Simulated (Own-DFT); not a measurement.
# Which defects push the lattice out? wurtzite GaN

Source: density functional calculations with Own-DFT, an unreviewed in-house program that is no longer used. Nothing was measured or relaxed, and spin and spin-orbit coupling are left out.

All runs used: PBE; PseudoDojo norm-conserving scalar-relativistic files; cutoff 42 hartree; 4 x 4 x 3 k mesh centred on Gamma; Fermi-Dirac smearing of 0.1 eV.

Keep in mind (not all hold for every row): not probed for a lower state with spin; forces not confirmed at this smearing and k mesh; stress not checked against mesh or cutoff.

All runs share one cell, with vectors in Å (9.567, 0.000, 0.000); (-4.784, 8.285, 0.000); (0.000, 0.000, 10.370) and a volume of 822.0 Å³. Atoms were moved at random from their sites; u is the rms move along one axis. The defect's site can differ from row to row.

| cell | formula | u (Å) | P (GPa) |
|---|---|---|---|
| no defect | Ga36N36 | 0.0207 | 5.96 |
| no defect | Ga36N36 | 0.0457 | 7.29 |
| no defect | Ga36N36 | 0.0519 | 7.36 |
| one Ga on an N site | Ga37N35 | 0.0295 | 11.91 |
| one Ga on an N site | Ga37N35 | 0.0315 | 12.02 |
| one Ga on an N site | Ga37N35 | 0.0490 | 13.26 |
| one N on a Ga site | Ga35N37 | 0.0289 | 5.37 |
| one N on a Ga site | Ga35N37 | 0.0301 | 5.47 |
| one N on a Ga site | Ga35N37 | 0.0485 | ? |
| one N on a Ga site | Ga35N37 | 0.0520 | 7.04 |

## What the rows give

P = P0 + c u² + a shift for each defect gives P0 = 5.50 GPa, c = 786 ± 65 GPa/Å² and a scatter of 0.17 GPa. The shifts, and each times the cell's volume:

- one Ga on an N site: 5.77 ± 0.14 GPa, 29.6 eV
- one N on a Ga site: -0.71 ± 0.14 GPa, -3.7 eV

Positive is outwards. The product with the volume (160.2 GPa Å³ to the eV) is nearly free of the cell's size; divided by the bulk modulus at the cell's pressure it gives the volume that the defect adds. The atoms around the defects weren't relaxed, which would change these numbers.

## Check

Q: what pressure belongs in the blank (one N on a Ga site, u = 0.0485 Å)?

The fit gives 6.64 ± 0.20 GPa. The calculation gave 6.56 GPa.
